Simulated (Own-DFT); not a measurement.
# An alloy series: diamond-structure SiGe

These are calculations, not measurements. The program, named Own-DFT, is a retired in-house plane-wave density functional code that no person has reviewed. Each row is one single-point run on a periodic cell that was not relaxed, without spin or spin-orbit coupling.

Settings of every run: PBE; PseudoDojo norm-conserving scalar-relativistic files; cutoff 42 hartree; 5 x 5 x 5 k mesh centred on Gamma; Fermi-Dirac smearing of 0.1 eV.

Known limits, some of them of some rows only: forces on such cells failed a check on a denser k mesh; forces on such cells moved up to 12 meV/angstrom on a denser k mesh; forces on such cells passed a denser k mesh, each cell not checked; stress not checked against mesh or cutoff.

Each cell has 16 atoms, with Ge and Si placed at random on their shared sites; x is the share of Ge. Lattice constants follow the straight line between measured values of the end members, and atoms start on the ideal sites of that lattice. Every atom was also moved at random, by a Gaussian of width 0.03 Å on each axis. u is the rms move along one axis. dE is the free energy for each Ge or Si site above the straight-line part, a + b x, of the fit below.

| x | cell | u (Å) | volume (Å³/atom) | P (GPa) | dE (meV/site) |
|---|---|---|---|---|---|
| 0.125 | Ge2Si14 | 0.0334 | 20.340 | 2.29 | 18.2 |
| 0.125 | Ge2Si14 | 0.0287 | 20.340 | 2.18 | 9.5 |
| 0.125 | Ge2Si14 | 0.0282 | 20.340 | 2.21 | 10.5 |
| 0.125 | Ge2Si14 | 0.0258 | 20.340 | 2.19 | 6.5 |
| 0.250 | Ge4Si12 | 0.0279 | 20.659 | 2.30 | 13.3 |
| 0.250 | Ge4Si12 | 0.0296 | 20.659 | 2.37 | 22.2 |
| 0.250 | Ge4Si12 | 0.0275 | 20.659 | 2.29 | 13.8 |
| 0.250 | Ge4Si12 | 0.0298 | 20.659 | 2.43 | 25.0 |
| 0.500 | Ge8Si8 | 0.0320 | 21.306 | ? | ? |
| 0.750 | Ge12Si4 | 0.0300 | 21.966 | 3.44 | 24.8 |
| 0.750 | Ge12Si4 | 0.0364 | 21.966 | 3.43 | 29.8 |
| 0.750 | Ge12Si4 | 0.0322 | 21.966 | 3.40 | 21.8 |
| 0.750 | Ge12Si4 | 0.0336 | 21.966 | 3.37 | 26.0 |
| 0.875 | Ge14Si2 | 0.0301 | 22.302 | 3.56 | 8.2 |
| 0.875 | Ge14Si2 | 0.0284 | 22.302 | 3.58 | 8.9 |
| 0.875 | Ge14Si2 | 0.0263 | 22.302 | 3.62 | 10.3 |
| 0.875 | Ge14Si2 | 0.0271 | 22.302 | 3.60 | 9.1 |

## Worked fit

Fit E = a + b x + W x (1 - x) + k (u² - 0.03²) to the rows shown. It gives W = 110 ± 22 meV/site and k = 23 ± 5 eV/Å², with a scatter of 3.1 meV/site. Part of W is bond strain that relaxing the atoms would remove. The pressures follow P = 1.98 + 1.62 x + 0.30 x² GPa, with a scatter of 0.07.

## Withheld member

Question: what pressure and dE should the cell at x = 0.500 give?

The fits give 2.9 GPa and 30 meV/site. The calculation gave 2.78 GPa and 29.6 meV/site.
